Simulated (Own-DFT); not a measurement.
# What a defect does to the pressure of its cell: C11b WSi2

Everything here is calculated. The program is Own-DFT (plane waves, in-house, since retired, never reviewed by a person); positions were held fixed, and spin and spin-orbit coupling were off.

Common settings: PBEsol; PseudoDojo norm-conserving scalar-relativistic files, made for PBE; cutoff 50 hartree; 5 x 5 x 5 k mesh centred on Gamma; cold (Marzari-Vanderbilt) smearing of 0.2 eV.

Known weak points: forces on such cells failed a check on a denser k mesh; stress not checked against mesh or cutoff.

All runs share one cell, with vectors in Å (-2.148, -5.953, 3.409); (-6.444, 2.976, 1.136); (-2.553, -2.948, -6.757) and a volume of 403.2 Å³. Atoms were moved at random from their sites; u is the rms move along one axis. The defect's site can differ from row to row.

| cell | formula | u (Å) | P (GPa) |
|---|---|---|---|
| no defect | Si20W10 | 0.0197 | 0.42 |
| no defect | Si20W10 | 0.0213 | 0.55 |
| no defect | Si20W10 | 0.0421 | 1.16 |
| one Si vacancy | Si19W10 | 0.0278 | -0.78 |
| one Si vacancy | Si19W10 | 0.0455 | 0.16 |
| one Si vacancy | Si19W10 | 0.0482 | 0.49 |
| one W on a Si site | Si19W11 | 0.0299 | 5.86 |
| one W on a Si site | Si19W11 | 0.0342 | 5.89 |
| one W on a Si site | Si19W11 | 0.0556 | 7.28 |
| one W vacancy | Si20W9 | 0.0309 | -0.08 |
| one W vacancy | Si20W9 | 0.0323 | -0.30 |
| one W vacancy | Si20W9 | 0.0481 | ? |
| one W vacancy | Si20W9 | 0.0486 | 0.89 |
| one Si on a W site | Si21W9 | 0.0272 | 2.21 |
| one Si on a W site | Si21W9 | 0.0290 | 2.78 |
| one Si on a W site | Si21W9 | 0.0556 | 4.01 |

## Working it out

P = P0 + c u² + a shift for each defect gives P0 = 0.12 GPa, c = 681 ± 54 GPa/Å² and a scatter of 0.17 GPa. The shifts, and each times the cell's volume:

- one W on a Si site: 5.06 ± 0.15 GPa, 12.7 eV
- one Si on a W site: 1.82 ± 0.15 GPa, 4.6 eV
- one W vacancy: -0.93 ± 0.14 GPa, -2.3 eV
- one Si vacancy: -1.33 ± 0.15 GPa, -3.4 eV

Against the defect-free cell, a freed cell would be larger where the shift is positive and smaller where it is negative (160.2 GPa Å³ is 1 eV). The atoms around the defects weren't relaxed, which would change these numbers.

## Test on the hidden row

Q: what pressure belongs in the blank (one W vacancy, u = 0.0481 Å)?

From the fit: 0.76 ± 0.20 GPa. Computed: 0.65 GPa.
